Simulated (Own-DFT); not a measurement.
# Computed records: GaP (zincblende, atoms displaced), SiC (4H silicon carbide, atoms displaced), GaAs (zincblende with one plane slipped along a stacking-fault path, atoms displaced), SiC (twinned 3C silicon carbide, atoms displaced)

All values are calculated (Own-DFT development build). A calculation, not a measurement: plane-wave PBE density functional theory by an unreviewed code, no spin, of a simulated periodic cell, stress positive in tension, free energy of the whole cell less one offset for each atom, forces on such cells passed a denser k mesh, this cell's mesh not checked; offsets are fitted by least squares, one for each functional and potential file, so energies compare only between cells with the same atoms and settings and are not formation energies; the far tail of each file's local potential was reset to the Coulomb form; each entry is a single point on an unrelaxed cell, so the pressure reflects the starting lattice, mostly measured values (interpolated for alloys), from which strain is counted, and rises with the displacements; printed positions are rounded, which can move forces by about a meV/angstrom; the program, named Own-DFT, is a retired in-house code; no spin-orbit coupling.

Common to all runs: functional PBE; potential files PseudoDojo norm-conserving, scalar-relativistic, standard set; wave cutoff 42 hartree; occupations Fermi-Dirac; smearing width 0.1 eV.

(1) GaP (zincblende, atoms displaced)

```cif
# cell vector a (Å): 10.9010 0.0000 0.0000
# cell vector b (Å): 0.0000 10.9010 0.0000
# cell vector c (Å): 0.0000 0.0000 10.9010
data_GaP
_symmetry_space_group_name_H-M 'P 1'
_symmetry_Int_Tables_number 1
_cell_length_a 10.9010
_cell_length_b 10.9010
_cell_length_c 10.9010
_cell_angle_alpha 90.000
_cell_angle_beta 90.000
_cell_angle_gamma 90.000
_cell_volume 1295.39
loop_
_atom_site_label
_atom_site_type_symbol
_atom_site_fract_x
_atom_site_fract_y
_atom_site_fract_z
_atom_site_occupancy
Ga1 Ga 0.99883 0.99182 0.99392 1
Ga2 Ga 0.01273 0.25427 0.23273 1
Ga3 Ga 0.23618 0.99910 0.25523 1
Ga4 Ga 0.25254 0.25909 0.99766 1
P1 P 0.11287 0.13017 0.12178 1
P2 P 0.12130 0.37297 0.36847 1
P3 P 0.35211 0.12969 0.38082 1
P4 P 0.36689 0.38712 0.12159 1
Ga5 Ga 0.99529 0.99813 0.50167 1
Ga6 Ga 0.00033 0.24517 0.74234 1
Ga7 Ga 0.25171 0.01568 0.73688 1
Ga8 Ga 0.22984 0.25094 0.49970 1
P5 P 0.13134 0.13691 0.61874 1
P6 P 0.13203 0.37089 0.87753 1
P7 P 0.37703 0.12397 0.85883 1
P8 P 0.38349 0.37237 0.61000 1
Ga9 Ga 0.99147 0.50270 0.99415 1
Ga10 Ga 0.98502 0.75566 0.23748 1
Ga11 Ga 0.25051 0.49626 0.24453 1
Ga12 Ga 0.24010 0.73820 0.00592 1
P9 P 0.14794 0.62245 0.11966 1
P10 P 0.11640 0.87909 0.37203 1
P11 P 0.37369 0.62438 0.37686 1
P12 P 0.38374 0.87481 0.13527 1
Ga13 Ga 0.00653 0.49252 0.50051 1
Ga14 Ga 0.99030 0.74329 0.75554 1
Ga15 Ga 0.25443 0.50535 0.73411 1
Ga16 Ga 0.24739 0.76052 0.51813 1
P13 P 0.13300 0.60881 0.61319 1
P14 P 0.11619 0.86165 0.87864 1
P15 P 0.38149 0.62540 0.87587 1
P16 P 0.36625 0.86523 0.62790 1
Ga17 Ga 0.50954 0.99575 0.01178 1
Ga18 Ga 0.50380 0.23161 0.25152 1
Ga19 Ga 0.75253 0.00613 0.24390 1
Ga20 Ga 0.74147 0.26119 0.99455 1
P17 P 0.62885 0.11804 0.12679 1
P18 P 0.61761 0.35922 0.38751 1
P19 P 0.88756 0.12814 0.38136 1
P20 P 0.88201 0.37240 0.13316 1
Ga21 Ga 0.50333 0.99504 0.49292 1
Ga22 Ga 0.49654 0.25913 0.77721 1
Ga23 Ga 0.75858 0.98746 0.75418 1
Ga24 Ga 0.75549 0.24129 0.49666 1
P21 P 0.60033 0.13424 0.62869 1
P22 P 0.63362 0.37897 0.85882 1
P23 P 0.86661 0.11749 0.88467 1
P24 P 0.88094 0.36311 0.62972 1
Ga25 Ga 0.49436 0.49811 0.00609 1
Ga26 Ga 0.50063 0.74168 0.26169 1
Ga27 Ga 0.73850 0.49178 0.25438 1
Ga28 Ga 0.74328 0.74954 0.99516 1
P25 P 0.62764 0.64220 0.13333 1
P26 P 0.60476 0.87759 0.38315 1
P27 P 0.84978 0.62232 0.36223 1
P28 P 0.87528 0.85970 0.13822 1
Ga29 Ga 0.49901 0.48474 0.51387 1
Ga30 Ga 0.48096 0.76246 0.74349 1
Ga31 Ga 0.75644 0.50533 0.76426 1
Ga32 Ga 0.75460 0.76564 0.49705 1
P29 P 0.62925 0.63992 0.62756 1
P30 P 0.62162 0.88518 0.87396 1
P31 P 0.87996 0.60247 0.88017 1
P32 P 0.88811 0.87997 0.62847 1
```

- hardware: one NVIDIA H100
- k mesh: 3 x 3 x 3 centred on Gamma
- free energy of cell above offsets: -23.043 eV
- pressure: 5.58 GPa
- stress xx: -5.56 GPa
- stress yy: -5.68 GPa
- stress zz: -5.49 GPa
- stress yz: 1.45 GPa
- stress xz: -0.55 GPa
- stress xy: 0.19 GPa
- wall time: 560.5 s

Force:
```
element  x (eV/Å)  y (eV/Å)  z (eV/Å)
     Ga    -0.547     0.156     1.103
     Ga    -1.239      0.11      2.42
     Ga     0.929     0.665    -1.045
     Ga     0.186     -1.56     0.201
      P     2.384    -2.112    -1.723
      P     0.246     0.587    -0.386
      P     1.556    -0.996    -0.686
      P     1.667    -2.619     0.383
     Ga     1.476     0.752    -0.311
     Ga     0.448    -0.432     2.231
     Ga    -0.452    -1.714     0.312
     Ga     2.472     2.068    -1.372
      P    -2.344    -2.461     1.293
      P     -1.31     1.112    -1.604
      P    -0.427    -0.557      3.45
      P    -3.118    -2.381     3.484
     Ga     3.643    -2.513     2.872
     Ga     4.284    -4.361     3.817
     Ga    -0.001     0.708     2.021
     Ga     3.294     2.987    -2.447
      P    -4.962    -1.719     2.229
      P    -0.309    -1.539     0.892
      P      -0.4    -0.708     1.009
      P    -1.433     -0.13    -0.425
     Ga    -1.912     0.057    -0.876
     Ga     0.938     -0.98    -0.614
     Ga     1.279    -1.468     1.747
     Ga    -1.636    -1.912    -3.214
      P    -1.557     2.335     0.587
      P     1.175     0.919    -0.659
      P    -0.897     0.131    -0.497
      P     0.219     4.062    -0.452
     Ga    -1.417      0.06    -0.804
     Ga    -1.412     1.026     0.602
     Ga     0.739    -1.047     1.906
     Ga     0.994    -0.774     0.913
      P     0.089     1.719    -0.844
      P     0.533     0.663    -1.358
      P    -0.743    -0.091    -1.676
      P    -1.878     1.135    -1.314
     Ga      -2.8     2.668     2.344
     Ga    -0.264     0.137    -3.158
     Ga    -1.118     1.724    -0.599
     Ga    -0.759    -0.046     1.226
      P     2.085    -1.014    -0.107
      P    -1.092     0.398     2.707
      P     0.593     0.712    -0.898
      P    -1.232     1.654    -0.825
     Ga     1.521     1.176    -0.601
     Ga    -0.722      0.59    -0.205
     Ga     -0.82    -0.833    -0.619
     Ga     0.578     0.128    -0.121
      P    -0.315    -2.429    -0.807
      P     3.511    -1.103    -2.152
      P     2.667     0.852     1.778
      P    -3.619     4.368    -4.666
     Ga     2.354     3.657     -2.34
     Ga      2.77    -1.992     2.183
     Ga    -0.656    -0.204    -3.663
     Ga     -0.46    -0.563     0.034
      P    -0.131    -0.911     0.341
      P    -0.063    -1.575    -0.343
      P    -1.508     4.563    -0.797
      P    -1.078    -1.135      0.12
```

(2) SiC (4H silicon carbide, atoms displaced)

```cif
# cell vector a (Å): 6.1654 0.0000 0.0000
# cell vector b (Å): -3.0827 5.3394 0.0000
# cell vector c (Å): 0.0000 0.0000 10.0681
data_SiC
_symmetry_space_group_name_H-M 'P 1'
_symmetry_Int_Tables_number 1
_cell_length_a 6.1654
_cell_length_b 6.1654
_cell_length_c 10.0681
_cell_angle_alpha 90.000
_cell_angle_beta 90.000
_cell_angle_gamma 120.000
_cell_volume 331.44
loop_
_atom_site_label
_atom_site_type_symbol
_atom_site_fract_x
_atom_site_fract_y
_atom_site_fract_z
_atom_site_occupancy
Si1 Si 0.01160 0.03514 0.40561 1
Si2 Si 0.16818 0.36257 0.14770 1
C1 C 0.03049 0.01832 0.09608 1
C2 C 0.14878 0.34453 0.34887 1
Si3 Si 0.99653 0.51109 0.40721 1
Si4 Si 0.16990 0.82022 0.15973 1
C3 C 0.99354 0.48470 0.10746 1
C4 C 0.16566 0.84440 0.34973 1
Si5 Si 0.51512 0.00663 0.40283 1
Si6 Si 0.65860 0.30176 0.16235 1
C5 C 0.49567 0.01002 0.09165 1
C6 C 0.65178 0.34693 0.35797 1
Si7 Si 0.49047 0.48586 0.39858 1
Si8 Si 0.66636 0.87235 0.15539 1
C7 C 0.48790 0.47442 0.09002 1
C8 C 0.65815 0.84730 0.35635 1
Si9 Si 0.98447 0.00463 0.91300 1
Si10 Si 0.82854 0.66266 0.66348 1
C9 C 0.03533 0.00157 0.59225 1
C10 C 0.87436 0.68300 0.83626 1
Si11 Si 0.00534 0.51659 0.91139 1
Si12 Si 0.84459 0.16552 0.65815 1
C11 C 0.97211 0.50169 0.59022 1
C12 C 0.83465 0.17622 0.83946 1
Si13 Si 0.53362 0.02761 0.92703 1
Si14 Si 0.33631 0.66382 0.63895 1
C13 C 0.49057 0.00596 0.59170 1
C14 C 0.35523 0.68532 0.83388 1
Si15 Si 0.50720 0.47610 0.90543 1
Si16 Si 0.30298 0.13224 0.65382 1
C15 C 0.51186 0.52092 0.58154 1
C16 C 0.38501 0.21025 0.85291 1
```

- hardware: one NVIDIA H100
- k mesh: 5 x 5 x 3 centred on Gamma
- free energy of cell above offsets: 6.888 eV
- pressure: 12.43 GPa
- stress xx: -13.91 GPa
- stress yy: -14.02 GPa
- stress zz: -9.35 GPa
- stress yz: -4.24 GPa
- stress xz: -0.79 GPa
- stress xy: 4.55 GPa
- wall time: 125.6 s

Force:
```
element  x (eV/Å)  y (eV/Å)  z (eV/Å)
     Si     0.277    -3.971     0.483
     Si      6.04    -4.526     2.888
      C     -2.86    -1.065     0.181
      C     1.758      1.38    -2.224
     Si    -1.591     0.706     1.057
     Si    -2.507     1.474     1.167
      C    -4.465     2.846    -3.466
      C     0.524     0.389    -1.569
     Si    -4.927     1.507     3.279
     Si    -2.656     5.752     2.218
      C    -0.178    -2.672     3.169
      C     5.385    -3.211     -4.38
     Si    -4.205     4.187     2.248
     Si     4.792    -4.069     1.668
      C     0.873      3.08     1.252
      C     4.003    -1.623    -3.461
     Si     3.007     0.624    -1.108
     Si    -0.752      0.51    -2.934
      C    -10.51    -3.645    -2.528
      C    -3.337     0.877     3.163
     Si     3.579    -0.539    -1.454
     Si    -1.837     0.188    -1.687
      C     3.853    -1.277     0.311
      C     1.463     0.752      2.49
     Si    -2.127    -2.133    -8.821
     Si    -1.665     1.068     2.264
      C     2.702    -0.825    -0.456
      C     0.102    -0.818     2.702
     Si    -2.283     13.18      2.66
     Si     8.931     7.666      4.86
      C    -0.059    -2.072     1.329
      C    -1.326    -13.74    -5.302
```

(3) GaAs (zincblende with one plane slipped along a stacking-fault path, atoms displaced)

```cif
# cell vector a (Å): 5.6533 -5.6533 0.0000
# cell vector b (Å): 0.0000 5.6533 -5.6533
# cell vector c (Å): 12.1546 12.1546 9.6106
data_GaAs
_symmetry_space_group_name_H-M 'P 1'
_symmetry_Int_Tables_number 1
_cell_length_a 7.9950
_cell_length_b 7.9950
_cell_length_c 19.6935
_cell_angle_alpha 84.759
_cell_angle_beta 90.000
_cell_angle_gamma 120.000
_cell_volume 1084.07
loop_
_atom_site_label
_atom_site_type_symbol
_atom_site_fract_x
_atom_site_fract_y
_atom_site_fract_z
_atom_site_occupancy
Ga1 Ga 0.00575 0.00135 0.99738 1
As1 As 0.00548 0.98523 0.11538 1
Ga2 Ga 0.14233 0.28796 0.17070 1
As2 As 0.12273 0.23603 0.28798 1
Ga3 Ga 0.27798 0.06021 0.33769 1
As3 As 0.27749 0.03047 0.45650 1
Ga4 Ga 0.05550 0.13203 0.49838 1
As4 As 0.04231 0.09970 0.62165 1
Ga5 Ga 0.21588 0.44042 0.66067 1
As5 As 0.21194 0.39949 0.79545 1
Ga6 Ga 0.36909 0.22243 0.83960 1
As6 As 0.33187 0.16569 0.95568 1
Ga7 Ga 0.98606 0.48940 0.99793 1
As7 As 0.99007 0.46490 0.12698 1
Ga8 Ga 0.11724 0.77353 0.16444 1
As8 As 0.12617 0.74238 0.28579 1
Ga9 Ga 0.29119 0.56619 0.33503 1
As9 As 0.26139 0.52080 0.46237 1
Ga10 Ga 0.07554 0.66130 0.50273 1
As10 As 0.06292 0.61370 0.62307 1
Ga11 Ga 0.22927 0.93034 0.66551 1
As11 As 0.19926 0.88951 0.79181 1
Ga12 Ga 0.35176 0.70810 0.83271 1
As12 As 0.33468 0.67849 0.95528 1
Ga13 Ga 0.50070 0.99180 0.99928 1
As13 As 0.48354 0.96758 0.12680 1
Ga14 Ga 0.64371 0.27481 0.17068 1
As14 As 0.61877 0.25717 0.29586 1
Ga15 Ga 0.77501 0.06543 0.33282 1
As15 As 0.76085 0.02418 0.46155 1
Ga16 Ga 0.56299 0.14497 0.50083 1
As16 As 0.55060 0.10760 0.62466 1
Ga17 Ga 0.71364 0.42602 0.66706 1
As17 As 0.69729 0.39472 0.79369 1
Ga18 Ga 0.86228 0.22282 0.83022 1
As18 As 0.84155 0.18416 0.95414 1
Ga19 Ga 0.50139 0.49239 0.00133 1
As19 As 0.49155 0.46892 0.12412 1
Ga20 Ga 0.64061 0.78076 0.16398 1
As20 As 0.61989 0.72398 0.28941 1
Ga21 Ga 0.79603 0.56880 0.33192 1
As21 As 0.76204 0.52318 0.46299 1
Ga22 Ga 0.58949 0.65745 0.49536 1
As22 As 0.55434 0.61305 0.62531 1
Ga23 Ga 0.70307 0.92225 0.66925 1
As23 As 0.69458 0.87991 0.79490 1
Ga24 Ga 0.87008 0.72077 0.83316 1
As24 As 0.83690 0.68202 0.95949 1
```

- k mesh: 4 x 4 x 2 centred on Gamma
- free energy of cell above offsets: -16.550 eV
- pressure: 4.31 GPa
- stress xx: -5.47 GPa
- stress yy: -4.53 GPa
- stress zz: -2.94 GPa
- stress yz: -0.24 GPa
- stress xz: -0.28 GPa
- stress xy: -0.14 GPa

Force:
```
element  x (eV/Å)  y (eV/Å)  z (eV/Å)
     Ga    -1.006     0.159    -0.539
     As     0.092     1.567     1.393
     Ga    -0.189    -1.383    -0.841
     As     0.811      1.52     0.819
     Ga    -0.907    -1.005    -0.582
     As    -2.427     1.094     1.697
     Ga     2.701    -0.246    -1.343
     As     1.012     0.283     0.234
     Ga     0.605    -0.444     1.504
     As    -1.629    -0.793     0.042
     Ga    -1.324    -1.082    -0.318
     As     1.703     0.587     0.262
     Ga     0.925     0.309    -0.415
     As    -1.254    -0.271      0.24
     Ga     0.802    -0.363    -1.106
     As     1.001     0.495      0.23
     Ga    -0.603     0.068     0.481
     As     -0.96    -0.623      0.59
     Ga     0.536    -0.544    -1.128
     As    -0.284     1.214     0.339
     Ga    -0.839     1.368     0.323
     As     0.363     0.085    -1.007
     Ga     0.551     0.233    -0.436
     As     0.418     0.046     0.991
     Ga     0.253     0.236    -0.133
     As    -0.802    -0.262     0.612
     Ga     0.189     0.322    -0.746
     As    -0.481    -1.022     0.775
     Ga    -0.103    -0.467     0.228
     As    -2.693    -0.552     0.527
     Ga      2.64     0.065    -1.171
     As     0.699    -0.381    -0.383
     Ga     0.192     0.359    -0.352
     As    -0.025    -0.365    -0.512
     Ga     0.048     -0.62     0.376
     As    -0.118    -0.218     0.882
     Ga    -0.868     0.182    -0.266
     As     -0.22    -0.076     0.947
     Ga     0.618    -0.123    -0.866
     As     0.484      0.71    -1.095
     Ga     0.753     0.682     0.144
     As    -0.838    -2.242     0.657
     Ga     0.197     2.287    -0.507
     As    -0.196    -0.845    -0.029
     Ga     0.537    -0.058    -0.164
     As    -0.045     0.478    -1.015
     Ga    -0.127     0.129     0.577
     As    -0.198    -0.489     0.084
```

(4) SiC (twinned 3C silicon carbide, atoms displaced)

```cif
# cell vector a (Å): 4.3596 -4.3596 0.0000
# cell vector b (Å): 0.0000 4.3596 -4.3596
# cell vector c (Å): 8.7192 8.7192 8.7192
data_SiC
_symmetry_space_group_name_H-M 'P 1'
_symmetry_Int_Tables_number 1
_cell_length_a 6.1654
_cell_length_b 6.1654
_cell_length_c 15.1021
_cell_angle_alpha 90.000
_cell_angle_beta 90.000
_cell_angle_gamma 120.000
_cell_volume 497.15
loop_
_atom_site_label
_atom_site_type_symbol
_atom_site_fract_x
_atom_site_fract_y
_atom_site_fract_z
_atom_site_occupancy
Si1 Si 0.00677 0.00454 0.43308 1
C1 C 0.00035 0.99561 0.06063 1
Si2 Si 0.16559 0.33519 0.10364 1
C2 C 0.15560 0.31928 0.23322 1
Si3 Si 0.34158 0.17089 0.27204 1
C3 C 0.33994 0.16628 0.39394 1
Si4 Si 0.99713 0.49402 0.43837 1
C4 C 0.00310 0.51066 0.06505 1
Si5 Si 0.16445 0.82867 0.10842 1
C5 C 0.16114 0.83735 0.23282 1
Si6 Si 0.32845 0.66176 0.27359 1
C6 C 0.32995 0.66181 0.39525 1
Si7 Si 0.49266 0.99369 0.43796 1
C7 C 0.50271 0.00158 0.06396 1
Si8 Si 0.66926 0.33008 0.10340 1
C8 C 0.67243 0.33626 0.22548 1
Si9 Si 0.83420 0.16885 0.27115 1
C9 C 0.82802 0.16537 0.39811 1
Si10 Si 0.50271 0.49789 0.43634 1
C10 C 0.51140 0.50727 0.06111 1
Si11 Si 0.66680 0.83957 0.10275 1
C11 C 0.66034 0.83331 0.23112 1
Si12 Si 0.84489 0.66921 0.27033 1
C12 C 0.82894 0.65723 0.39861 1
Si13 Si 0.00356 0.00272 0.93969 1
C13 C 0.00005 0.99561 0.56630 1
Si14 Si 0.83761 0.67599 0.60575 1
C14 C 0.82407 0.66352 0.73158 1
Si15 Si 0.66492 0.83416 0.77238 1
C15 C 0.65977 0.83211 0.89902 1
Si16 Si 0.00892 0.50120 0.93682 1
C16 C 0.99681 0.50333 0.56294 1
Si17 Si 0.82982 0.15984 0.60145 1
C17 C 0.83645 0.16467 0.73123 1
Si18 Si 0.67463 0.33315 0.76946 1
C18 C 0.66231 0.33599 0.89482 1
Si19 Si 0.50119 0.00292 0.93621 1
C19 C 0.50255 0.99601 0.56048 1
Si20 Si 0.34080 0.66907 0.60505 1
C20 C 0.33118 0.66453 0.72569 1
Si21 Si 0.16069 0.82727 0.77173 1
C21 C 0.16082 0.82427 0.89636 1
Si22 Si 0.50594 0.50518 0.93855 1
C22 C 0.48966 0.48715 0.56098 1
Si23 Si 0.33419 0.16386 0.60538 1
C23 C 0.33541 0.17828 0.72575 1
Si24 Si 0.16612 0.33475 0.77148 1
C24 C 0.17315 0.34073 0.89301 1
```

- hardware: one NVIDIA H100
- k mesh: 5 x 5 x 2 centred on Gamma
- free energy of cell above offsets: -7.112 eV
- pressure: 3.75 GPa
- stress xx: -2.91 GPa
- stress yy: -3.99 GPa
- stress zz: -4.35 GPa
- stress yz: -0.44 GPa
- stress xz: -0.22 GPa
- stress xy: -0.65 GPa
- wall time: 174.6 s

Force:
```
element  x (eV/Å)  y (eV/Å)  z (eV/Å)
     Si     0.089     0.844     1.679
      C     1.141     1.213     0.072
     Si     0.708    -0.336     0.343
      C     0.711    -0.817    -2.046
     Si    -0.631    -0.304    -0.403
      C    -0.029     0.593     0.225
     Si     0.431     0.522    -0.068
      C    -0.548    -1.624     0.773
     Si     0.271     0.202    -1.484
      C      1.02    -1.764    -0.537
     Si    -0.465    -0.574    -0.545
      C     0.361     0.291     0.392
     Si     0.374    -0.706    -0.134
      C    -0.914     0.224    -0.179
     Si    -0.227     0.517     -0.75
      C      0.52     0.849     0.664
     Si    -0.718     0.448     1.065
      C    -0.292     -0.89    -0.178
     Si    -0.077     0.805     0.414
      C    -0.442     0.894     1.227
     Si     0.725    -0.247      1.04
      C     0.118    -0.883    -0.079
     Si    -1.633     1.987     1.013
      C     0.087    -0.674    -1.789
     Si    -1.099    -0.725    -0.574
      C    -0.567    -0.622    -1.795
     Si    -1.254    -0.681     1.541
      C     0.543    -0.655    -0.663
     Si    -0.249     0.177     0.351
      C     0.483     -0.88     -1.13
     Si    -0.808     1.023     0.659
      C      0.68    -0.369     0.549
     Si     1.233     0.769    -0.512
      C    -0.813    -0.272    -0.395
     Si    -0.967     1.031     0.342
      C     0.916    -0.798     0.279
     Si    -0.135     0.738     0.388
      C     0.018     0.932     0.432
     Si    -1.756    -0.553     0.145
      C     1.105     1.257     0.535
     Si    -0.008    -0.119    -1.307
      C     0.573      0.34    -1.257
     Si    -0.647    -0.157     0.056
      C     1.206     0.284    -0.922
     Si    -0.502    -0.438    -0.363
      C     1.094    -0.163     2.218
     Si    -0.231    -0.933    -0.754
      C     0.606     0.244     1.461
```

(5) SiC (2H silicon carbide, atoms displaced)

```cif
# cell vector a (Å): 6.1654 0.0000 0.0000
# cell vector b (Å): -3.0827 5.3394 0.0000
# cell vector c (Å): 0.0000 0.0000 10.0681
data_SiC
_symmetry_space_group_name_H-M 'P 1'
_symmetry_Int_Tables_number 1
_cell_length_a 6.1654
_cell_length_b 6.1654
_cell_length_c 10.0681
_cell_angle_alpha 90.000
_cell_angle_beta 90.000
_cell_angle_gamma 120.000
_cell_volume 331.44
loop_
_atom_site_label
_atom_site_type_symbol
_atom_site_fract_x
_atom_site_fract_y
_atom_site_fract_z
_atom_site_occupancy
Si1 Si 0.01028 0.00644 0.00760 1
Si2 Si 0.19437 0.35084 0.23387 1
C1 C 0.00379 0.99830 0.19892 1
C2 C 0.13907 0.32307 0.44704 1
Si3 Si 0.99963 0.98470 0.48484 1
Si4 Si 0.15350 0.30959 0.75871 1
C3 C 0.00501 0.01294 0.69535 1
C4 C 0.17813 0.32288 0.94990 1
Si5 Si 0.00995 0.51882 0.99897 1
Si6 Si 0.17526 0.82264 0.24805 1
C5 C 0.99579 0.49350 0.18570 1
C6 C 0.15228 0.81719 0.44323 1
Si7 Si 0.02661 0.53557 0.50937 1
Si8 Si 0.15595 0.84144 0.75698 1
C7 C 0.03760 0.53787 0.69629 1
C8 C 0.17243 0.83511 0.93446 1
Si9 Si 0.48244 0.97672 0.98927 1
Si10 Si 0.66643 0.33363 0.25382 1
C9 C 0.52676 0.00633 0.17535 1
C10 C 0.67766 0.36729 0.43271 1
Si11 Si 0.48320 0.96814 0.49872 1
Si12 Si 0.67820 0.35980 0.75156 1
C11 C 0.55740 0.02965 0.70476 1
C12 C 0.63750 0.31045 0.93506 1
Si13 Si 0.47271 0.49717 0.01036 1
Si14 Si 0.68753 0.83361 0.24464 1
C13 C 0.49535 0.48981 0.16926 1
C14 C 0.65654 0.84116 0.43861 1
Si15 Si 0.48618 0.50663 0.48137 1
Si16 Si 0.67584 0.84414 0.75688 1
C15 C 0.51369 0.54341 0.68423 1
C16 C 0.65374 0.85032 0.93575 1
```

- hardware: one NVIDIA H100
- k mesh: 5 x 5 x 3 centred on Gamma
- free energy of cell above offsets: 4.969 eV
- pressure: 11.08 GPa
- stress xx: -8.68 GPa
- stress yy: -12.75 GPa
- stress zz: -11.81 GPa
- stress yz: -0.54 GPa
- stress xz: 0.97 GPa
- stress xy: 1.84 GPa
- wall time: 121.5 s

Force:
```
element  x (eV/Å)  y (eV/Å)  z (eV/Å)
     Si    -1.506    -2.039    -0.199
     Si    -4.042    -2.312     3.449
      C     2.847     0.781    -1.596
      C     2.101     1.285    -2.566
     Si    -2.974      2.29     3.271
     Si     1.111     6.226    -0.196
      C     0.799    -2.949    -2.371
      C    -4.596     0.097    -2.268
     Si    -1.577    -3.878    -0.341
     Si     0.457     0.838    -0.199
      C     0.723     1.073    -0.107
      C     1.856     4.617    -3.522
     Si    -1.642     -7.69     1.706
     Si     2.786     2.315    -1.043
      C    -1.081    -3.411    -0.612
      C    -2.911    -0.581     1.569
     Si    -0.408     4.806     2.016
     Si     0.878    -0.666    -1.796
      C    -1.786    -1.198     2.216
      C     0.197    -1.997     1.111
     Si    -0.928     5.501     2.999
     Si    -0.289     0.289    -0.632
      C     -5.69     0.466    -3.965
      C      0.83     3.386     0.966
     Si     5.146     2.031    -8.325
     Si    -3.486     -0.41     0.567
      C     2.817     1.953      8.53
      C     2.885    -1.489     -3.12
     Si     0.609    -0.901     3.817
     Si      0.97    -0.477    -0.179
      C     0.499    -4.641    -0.521
      C     5.406    -3.314      1.34
```
